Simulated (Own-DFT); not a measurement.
# A layer strained by its substrate: wurtzite GaN, 72 atoms (Ga36N36)

Calculated, not measured: single-point runs of Own-DFT, a retired in-house plane-wave DFT program that no person has reviewed, on unrelaxed cells, without spin or spin-orbit coupling.

Settings: PBE; PseudoDojo norm-conserving scalar-relativistic files; cutoff 42 hartree; 4 x 4 x 3 k mesh centred on Gamma; Fermi-Dirac smearing of 0.1 eV.

Limits: forces not confirmed at this smearing and k mesh; stress not checked against mesh or cutoff.

Unstrained cell vectors in Å: (9.567, 0.000, 0.000); (-4.784, 8.285, 0.000); (0.000, 0.000, 10.370). The unstrained cell has measured lattice constants (interpolated for alloys), not those of this functional. That, the random moves and any unrelaxed bonds set the pressure at no strain. Each run strains x and y alike by e, as a substrate would, and holds the height along z. Random moves of width 0.05 Å per axis were added to every atom. Stress is positive in tension.

```
e (%)  u (Å)  (s_xx + s_yy)/2 (GPa)  s_zz (GPa)
-3.00  0.046                 -26.89      -11.70
-2.75  0.052                 -25.89      -11.08
-2.25  0.046                 -20.08      -12.31
-1.25  0.053                      ?           ?
-0.50  0.051                  -9.05      -10.48
 1.00  0.049                  -2.44       -6.36
 1.50  0.050                   0.17       -6.54
 2.00  0.051                   2.30       -5.20
 2.50  0.053                   3.64       -3.73
 2.75  0.050                   4.42       -1.86
```

## What the rows give

With e as a fraction, the in-plane stress is -6.6 + 531 e - 4992 e² GPa (errors 10 and 763, scatter 0.64), and s_zz is -9.5 + 169 e + 3233 e² GPa (slope ± 11, scatter 0.69). At e = 0 the first slope is C11 + C12 and the second 2 C13, both with the ions held to the strained lattice and at the cell's own pressure. The term in e² is negative: the layer stiffens under compression and softens under tension. A free layer would change its height as e changes, and the in-plane slope would drop by 2 C13²/C33 to the biaxial modulus. At fixed height, a misfit of 1 % moves the in-plane stress by about 5.3 GPa and s_zz by 1.7 GPa.

## Check

Q: what are the two stresses at e = -1.25 %?

Estimate: -14.0 and -11.1 GPa. DFT gave -15.02 and -9.65 GPa.
